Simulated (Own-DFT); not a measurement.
GaP (zincblende, strained, atoms displaced) (calculated)

All values are calculated (Own-DFT development build). A calculation, not a measurement: plane-wave PBE density functional theory by an unreviewed code, no spin, of a simulated periodic cell, stress positive in tension, free energy of the whole cell less one offset for each atom, forces on such cells passed a denser k mesh, this cell's mesh not checked; offsets are fitted by least squares, one for each functional and potential file, so energies compare only between cells with the same atoms and settings and are not formation energies; the far tail of each file's local potential was reset to the Coulomb form; each entry is a single point on an unrelaxed cell, so the pressure reflects the starting lattice, mostly measured values (interpolated for alloys), from which strain is counted, and rises with the displacements; printed positions are rounded, which can move forces by about a meV/angstrom; the program, named Own-DFT, is a retired in-house code; no spin-orbit coupling.

## GaP (zincblende, strained, atoms displaced)

```
CELL_PARAMETERS angstrom
10.86200 0.00000 0.00000
0.00000 10.86200 0.00000
0.00000 0.00000 10.93610
ATOMIC_POSITIONS crystal
Ga 0.00017 0.00592 0.99255
Ga 0.99898 0.24610 0.25104
Ga 0.26293 0.99989 0.24572
Ga 0.23295 0.24589 0.00317
P 0.12056 0.13688 0.11831
P 0.12553 0.37956 0.37244
P 0.37848 0.12137 0.38296
P 0.38007 0.36983 0.12794
Ga 0.00721 0.01665 0.49212
Ga 0.97880 0.25242 0.76938
Ga 0.24701 0.00466 0.75684
Ga 0.26005 0.24020 0.50313
P 0.12643 0.12328 0.62412
P 0.13526 0.38123 0.88329
P 0.37284 0.11618 0.88123
P 0.36272 0.36498 0.62049
Ga 0.00493 0.49920 0.00709
Ga 0.99857 0.75590 0.25029
Ga 0.24658 0.51226 0.24959
Ga 0.25690 0.74134 0.00324
P 0.13147 0.62661 0.13129
P 0.12439 0.87136 0.38321
P 0.37713 0.61994 0.37058
P 0.36819 0.87278 0.13231
Ga 0.99818 0.50438 0.48825
Ga 0.99333 0.74380 0.74893
Ga 0.24490 0.49265 0.76176
Ga 0.24696 0.75309 0.50021
P 0.12551 0.65121 0.62970
P 0.12134 0.86757 0.88562
P 0.37208 0.62997 0.87002
P 0.37583 0.87605 0.63242
Ga 0.48300 0.98795 0.01254
Ga 0.49695 0.24799 0.25831
Ga 0.74612 0.00122 0.23586
Ga 0.74431 0.26316 0.00028
P 0.62873 0.11145 0.11660
P 0.63777 0.36259 0.36962
P 0.86633 0.12509 0.38480
P 0.87829 0.38323 0.12728
Ga 0.49900 0.99380 0.49125
Ga 0.50506 0.24894 0.74686
Ga 0.75445 0.99448 0.76029
Ga 0.75078 0.23915 0.49179
P 0.62799 0.12577 0.63143
P 0.62006 0.37492 0.87337
P 0.88411 0.12189 0.86955
P 0.88342 0.36388 0.62581
Ga 0.50199 0.47280 0.99162
Ga 0.49883 0.73721 0.26847
Ga 0.74423 0.50050 0.24503
Ga 0.74884 0.74775 0.00325
P 0.63122 0.63347 0.13482
P 0.61743 0.87712 0.36564
P 0.89370 0.61739 0.37891
P 0.88138 0.87859 0.12634
Ga 0.51099 0.49134 0.49499
Ga 0.50546 0.75737 0.74141
Ga 0.75384 0.49567 0.74670
Ga 0.74431 0.74370 0.49680
P 0.61445 0.62521 0.63198
P 0.62486 0.87584 0.87034
P 0.88064 0.62101 0.87646
P 0.86842 0.87670 0.62777
```

| Quantity | Value |
| --- | --- |
| functional | PBE |
| potential files | PseudoDojo norm-conserving, scalar-relativistic, standard set |
| wave cutoff | 42 hartree |
| occupations | Fermi-Dirac |
| smearing width | 0.1 eV |
| hardware | one NVIDIA H100 |
| k mesh | 3 x 3 x 3 centred on Gamma |
| free energy of cell above offsets | -27.750 eV |
| pressure | 4.98 GPa |
| stress xx | -5.04 GPa |
| stress yy | -5.17 GPa |
| stress zz | -4.73 GPa |
| stress yz | 1.05 GPa |
| stress xz | 0.72 GPa |
| stress xy | 0.67 GPa |
| wall time | 575.6 s |

Force:
```
element  x (eV/Å)  y (eV/Å)  z (eV/Å)
     Ga     0.711    -0.768     1.056
     Ga    -0.493     0.697     0.547
     Ga     -2.16     0.924     1.111
     Ga      3.17     0.924    -0.956
      P    -0.809    -2.596     2.038
      P     0.692    -0.966     0.206
      P     -0.18     0.067    -1.318
      P     -1.22     0.008     0.153
     Ga    -0.439    -1.697     0.932
     Ga      3.68     1.782    -2.018
     Ga     -0.45    -1.083    -0.178
     Ga    -2.114     0.075    -0.718
      P    -0.254     0.953     1.015
      P    -2.538    -1.192     0.172
      P     0.149     1.362     0.111
      P     1.939     1.785     1.325
     Ga     0.313     0.623    -0.304
     Ga     0.717     -0.38     0.312
     Ga     0.829    -1.975     0.192
     Ga    -0.699      0.67    -0.033
      P    -1.346     0.812    -0.898
      P     0.011     1.381    -1.531
      P    -0.911    -0.703      2.29
      P     0.834     -2.21     0.145
     Ga      2.53    -1.887     3.536
     Ga    -0.481     1.732     0.657
     Ga     0.904     1.911    -2.332
     Ga     1.567     0.047     0.213
      P     0.296    -3.646    -0.394
      P     0.315     0.208    -0.862
      P      1.44    -1.071     0.184
      P     -0.47     0.589     -1.24
     Ga     1.526     0.557    -1.451
     Ga     0.574    -0.654    -0.889
     Ga     0.967     -0.74     1.621
     Ga     0.847    -1.257     0.302
      P    -1.377     2.088    -0.378
      P    -0.822     1.078     0.131
      P     1.471    -1.431    -3.063
      P    -0.517    -1.051    -0.028
     Ga     0.404     0.007     2.015
     Ga    -1.387    -0.328      0.17
     Ga    -0.255      0.61    -1.077
     Ga     -0.82     1.299     2.759
      P     0.172    -0.893    -0.885
      P     1.879    -0.872    -1.886
      P     -2.96    -0.951     2.268
      P    -1.023     1.308    -1.048
     Ga    -1.662     3.327      1.73
     Ga     0.477     1.429    -2.049
     Ga     1.235       0.2     0.819
     Ga     0.536      0.51    -0.574
      P    -1.353    -0.886    -0.984
      P     1.419     -0.31     0.488
      P     -4.03     2.439    -2.406
      P    -0.443     0.032    -0.674
     Ga    -0.895    -0.227     0.394
     Ga    -0.843    -0.116     1.216
     Ga     0.076     0.221    -0.059
     Ga     0.463      0.36     0.171
      P     1.488    -1.235    -1.308
      P    -0.511    -0.369     1.688
      P    -0.774    -0.368     0.437
      P     0.605    -0.153    -0.863
```
